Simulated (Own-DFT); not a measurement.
# Computed records: AlGa₃N₄ (wurtzite random alloy, strained, atoms displaced)

Computed with Own-DFT development build. A calculation, not a measurement: plane-wave PBE density functional theory by an unreviewed code, no spin, of a simulated periodic cell, stress positive in tension, free energy of the whole cell less one offset for each atom, forces on such cells passed a denser k mesh, this cell's mesh not checked; offsets are fitted by least squares, one for each functional and potential file, so energies compare only between cells with the same atoms and settings and are not formation energies; the far tail of each file's local potential was reset to the Coulomb form; each entry is a single point on an unrelaxed cell, so the pressure reflects the starting lattice, mostly measured values, from which strain is counted, and rises with the displacements; printed positions are rounded, which can move forces by about a meV/angstrom; the program is a retired in-house code; no spin-orbit coupling.

```xyz
72
Lattice="9.5568 0.0000 0.0000 -4.7784 8.2764 0.0000 0.0000 0.0000 10.2685" Properties=species:S:1:pos:R:3:force_x:R:1:force_y:R:1:force_z:R:1 formula=AlGa3N4 functional=PBE potential_files=PseudoDojo_norm-conserving,scalar-relativistic,standard_set wave_cutoff=42 occupations=Fermi-Dirac smearing_width=0.1 k_mesh=4_x_4_x_3_centred_on_Gamma free_energy_of_cell_above_offsets=6.675 pressure=5.18 stress_xx=-4.62 stress_yy=-6.5 stress_zz=-4.42 stress_yz=-0.56 stress_xz=-0.97 stress_xy=0.03
Al    -0.0967     1.8094    10.2566      1.502       0.46       0.58
Ga     1.6150     0.8630     2.5367     -0.273      2.068     -0.119
N      0.0365     1.7565     1.9506     -1.139      2.111     -0.696
N      1.5923     0.9395     4.4595     -1.845     -2.322      0.262
Ga     0.0036     1.8250     5.1826     -0.064      0.378     -1.081
Ga     1.6062     0.8803     7.6864      0.811      1.783      1.145
N      0.0398     1.8792     7.0966     -0.498     -0.322      0.082
N      1.5487     0.9507     9.7266     -0.286     -0.323     -1.012
Ga    -1.5980     4.6181    10.2369     -0.246     -0.533     -0.443
Al    -0.0300     3.6977     2.5470      0.892     -1.297      0.071
N     -1.6059     4.4815     1.8573     -0.151      1.203      1.786
N      0.0751     3.6960     4.5030     -1.807     -0.102     -0.494
Ga    -1.6191     4.6025     5.1706       0.61       -0.3     -0.539
Ga     0.0232     3.7214     7.6215      0.021     -0.362      1.443
N     -1.6208     4.6169     7.1370     -0.204     -0.501     -0.597
N      0.0239     3.7353     9.6978     -0.799     -1.599     -0.942
Ga    -3.1786     7.2983    10.2085     -0.433      1.394      0.583
Ga    -1.6292     6.4499     2.5799     -0.082     -0.481     -0.656
N     -3.2378     7.4309     1.9194      0.875     -2.851     -0.315
N     -1.5425     6.4662     4.5290     -2.701     -0.825     -0.519
Al    -3.1714     7.3844     5.0919     -0.685     -0.184      0.515
Al    -1.5830     6.3357     7.7170      0.071      2.728     -0.451
N     -3.1295     7.4318     7.0619     -0.066     -2.774     -0.869
N     -1.5746     6.4399     9.6263     -0.828     -0.613     -0.945
Ga     3.1862     1.8639    10.2218     -0.185     -0.888      0.721
Ga     4.7446     0.8710     2.6034      0.584      0.908       0.12
N      3.1915     1.8732     1.9563        0.4     -0.472     -0.283
N      4.7513     0.8792     4.6410      1.345      2.459     -1.968
Ga     3.0739     1.7560     5.0284      2.489      2.459      2.163
Ga     4.7638     0.8807     7.7910      0.065     -0.227     -2.602
N      3.2832     1.8183     7.0628     -1.788       0.51      0.221
N      4.8175     0.8115     9.5971      0.054      2.707       2.78
Al     1.4966     4.6421    10.2399      1.548       0.53      0.736
Ga     3.1897     3.7224     2.5451     -0.632     -0.489      1.375
N      1.5762     4.6232     1.9213     -0.978     -1.945     -1.106
N      3.1314     3.6765     4.6086      1.147      0.499     -0.884
Ga     1.5325     4.7196     5.1680      1.305     -3.037      0.479
Ga     3.1376     3.6908     7.7592      0.991     -1.711     -0.772
N      1.6713     4.6164     7.1350     -1.802      0.121     -0.833
N      3.1255     3.6888     9.6799     -0.519      0.829      0.186
Ga    -0.0727     7.3580    10.2582      0.847     -0.185       0.85
Ga     1.5667     6.3347     2.5400      0.654      2.034      0.267
N      0.0103     7.3168     1.9449     -0.788      0.261       0.16
N      1.5694     6.3740     4.4891     -0.539      2.576     -0.585
Ga    -0.0588     7.4029     5.0449      1.815      -1.29      2.204
Ga     1.5577     6.4009     7.7072     -0.062      1.576      0.525
N     -0.0090     7.3487     7.0637     -0.721     -1.204      0.116
N      1.5386     6.5408     9.6792      0.238     -2.568     -0.376
Al     6.3433     1.8536     0.0446      0.274     -0.646     -1.075
Ga     7.9246     0.9144     2.5419      0.663      0.412      0.745
N      6.3791     1.9111     1.9337     -0.924      0.027     -0.294
N      7.9252     0.9603     4.5652     -0.411     -0.331     -0.122
Al     6.4049     1.8829     5.1940     -1.072     -0.939      0.104
Ga     7.9176     0.9630     7.6652      0.678     -0.192      0.554
N      6.3320     1.8615     7.1615      0.212      0.106     -1.755
N      7.9807     0.8685     9.6188     -0.916      1.944      0.634
Ga     4.7845     4.5553    10.1472     -1.782      1.351      1.993
Al     6.3638     3.7345     2.5061     -0.774     -0.566      0.912
N      4.7260     4.6762     2.0053      1.843     -1.996     -1.466
N      6.3585     3.6368     4.5237     -0.285      0.679     -0.481
Al     4.8125     4.5467     5.2073     -1.531      0.483     -1.254
Ga     6.2625     3.6911     7.6987      0.773     -0.103     -0.206
N      4.7026     4.5879     7.0846      0.606      0.987     -0.369
N      6.2859     3.7114     9.6004      2.084     -1.984      0.855
Ga     3.1644     7.3382    10.2262      0.235       0.14      0.843
Ga     4.7394     6.4263     2.5286     -0.117      1.714      0.994
N      3.1539     7.3875     1.9400     -0.399     -0.771     -0.094
N      4.7348     6.4770     4.5409      1.616     -1.057      0.314
Ga     3.1043     7.3085     5.1139      0.702      1.043      0.472
Ga     4.7046     6.5043     7.6591      1.737     -0.725      0.351
N      3.1694     7.3773     7.1342      -1.09      0.305     -1.157
N      4.7768     6.4182     9.6580     -0.266     -0.071     -0.783
```

Units: wave_cutoff in hartree; smearing_width, free_energy_of_cell_above_offsets in eV; pressure, stress_xx, stress_yy, stress_zz, stress_yz, stress_xz, stress_xy in GPa; force_x, force_y, force_z in eV/Å.
